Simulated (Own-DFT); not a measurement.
# How strain changes the stress of zincblende InP, 96 atoms (In48P48)

All numbers below are calculated, not measured. They come from Own-DFT, an in-house plane-wave density functional program, since retired, whose code no person has reviewed. Each row is one single-point run on a periodic cell that was not relaxed, without spin or spin-orbit coupling.

Settings of every run: PBE; PseudoDojo norm-conserving scalar-relativistic files; cutoff 36 hartree; 2 x 3 x 3 k mesh centred on Gamma; Fermi-Dirac smearing of 0.1 eV.

Known limits: forces not confirmed at this smearing and k mesh; stress not checked against mesh or cutoff.

Unstrained cell vectors in Å: (17.606, 0.000, 0.000); (0.000, 11.737, 0.000); (0.000, 0.000, 11.737). The unstrained cell has measured lattice constants (interpolated for alloys), not those of this functional. That, the random moves and any unrelaxed bonds set the pressure at no strain. Each run strains this cell uniformly, with the atoms carried along. Every atom was also moved at random, by a Gaussian of width 0.05 Å on each axis. Strain is the symmetric tensor, in per cent. Stress is positive in tension, and the pressure is minus a third of its trace.

| run | e_xx (%) | e_yy (%) | e_zz (%) | e_yz (%) | e_xz (%) | e_xy (%) | s_xx (GPa) | s_yy (GPa) | s_zz (GPa) | s_yz (GPa) | s_xz (GPa) | s_xy (GPa) | P (GPa) | E (meV/atom) |
|---|---|---|---|---|---|---|---|---|---|---|---|---|---|---|
| 1 | -0.59 | 0.87 | 0.17 | -1.06 | -1.87 | -1.28 | -3.91 | -3.37 | -3.50 | -1.19 | -2.96 | -2.72 | 3.59 | 19.1 |
| 2 | -1.08 | -0.29 | 1.38 | 1.70 | 0.13 | -0.94 | -4.05 | -3.83 | -3.11 | 2.36 | -0.01 | -1.60 | 3.66 | 5.9 |
| 3 | 1.82 | -1.63 | -0.73 | 1.44 | -0.53 | 1.26 | -3.50 | -4.84 | -4.53 | 2.37 | -0.91 | 2.20 | 4.29 | 25.0 |
| 4 | -1.64 | -1.09 | -0.06 | -1.96 | 1.47 | -1.17 | -6.56 | -6.40 | -6.04 | -3.53 | 2.96 | -1.54 | 6.33 | 48.2 |
| 5 | -0.72 | 0.85 | -1.94 | -1.72 | -0.32 | -0.61 | -5.18 | -4.59 | -5.63 | -3.12 | 0.15 | -0.79 | 5.13 | 23.8 |
| 6 | -1.51 | -1.02 | 1.35 | -1.43 | 1.29 | -0.95 | -5.30 | -5.15 | -4.22 | -2.12 | 1.92 | -2.04 | 4.89 | 33.6 |
| 7 | 1.95 | -0.51 | 1.26 | -1.78 | -0.14 | -0.11 | -1.38 | -2.37 | -1.75 | -2.42 | -0.03 | 0.10 | 1.83 | 1.1 |
| 8 | 0.72 | 0.77 | -0.83 | 0.60 | 1.90 | 0.08 | -3.08 | -3.07 | -3.63 | 0.85 | 2.80 | 0.32 | 3.26 | 6.9 |
| 9 | 0.96 | 1.40 | 0.78 | 1.99 | -0.50 | 0.99 | -1.61 | -1.48 | -1.76 | 2.47 | -0.84 | 1.49 | 1.62 | 0.0 |
| 10 | -1.77 | -1.16 | 0.20 | 1.49 | -0.41 | -0.46 | -6.24 | -6.12 | -5.59 | 2.98 | -0.72 | -1.00 | 5.98 | 33.6 |
| 11 | -0.62 | -1.44 | 1.27 | -1.06 | -0.31 | -1.60 | -4.50 | -4.85 | -3.73 | -1.71 | -0.88 | -2.37 | 4.36 | 17.4 |
| 12 | -1.69 | 0.88 | -0.56 | -1.72 | -1.11 | -1.57 | -5.39 | -4.36 | -4.90 | -2.49 | -2.33 | -2.67 | 4.88 | 25.2 |
| 13 | -0.25 | -0.16 | -0.24 | -1.46 | 0.92 | 0.87 | -4.33 | -4.29 | -4.32 | -2.40 | 1.80 | 1.61 | 4.31 | 19.1 |
| 14 | -0.23 | 0.40 | 0.73 | -1.11 | -1.06 | -0.08 | -3.50 | -3.19 | -2.96 | -1.69 | -1.72 | 0.29 | 3.21 | 17.0 |
| 15 | -0.01 | -0.38 | -0.31 | 0.75 | -1.99 | 1.48 | -4.24 | -4.36 | -4.35 | 1.41 | -2.72 | 2.12 | 4.31 | 18.3 |
| 16 | -1.39 | 0.04 | -1.29 | -0.79 | 0.30 | 0.08 | ? | ? | ? | ? | ? | ? | ? | ? |

E is the free energy for each atom above the lowest run shown.

## Worked fit

Each stress component was fitted by least squares to a constant and the strains of the runs shown, as fractions, with shears doubled. Shear strains stay in the fit of a normal stress only where such slopes are resolved. The slopes, in GPa:

```
stress,at no strain,per e_xx,per e_yy,per e_zz,scatter
s_xx,-3.9,103 ± 3,63 ± 4,62 ± 4,0.14
s_yy,-3.9,65 ± 3,103 ± 4,61 ± 4,0.14
s_zz,-3.9,64 ± 4,66 ± 5,101 ± 5,0.17
```

Each shear stress against twice its own strain: yz 77 ± 4, xz 80 ± 4, xy 81 ± 7 GPa. These are stiffnesses along x, y and z of the frame in which the cell vectors are given, which need not be the crystal's axes. The atoms are held to the strained lattice; where symmetry lets them move under strain, relaxing them would lower some slopes. The table should be nearly symmetric about its diagonal, and what it lacks of that shows the noise. A ninth of its sum, 76 ± 2 GPa, estimates the bulk modulus near the mean pressure of these runs, 4.1 GPa, so it lies above the value at zero pressure.

## Withheld run

Question: what normal stresses and pressure should run 16 give?

The fit gives s_xx = -6.1, s_yy = -5.5, s_zz = -6.0 and P = 5.9 GPa. The calculation gave -5.80, -5.27, -5.71 and P = 5.59 GPa.
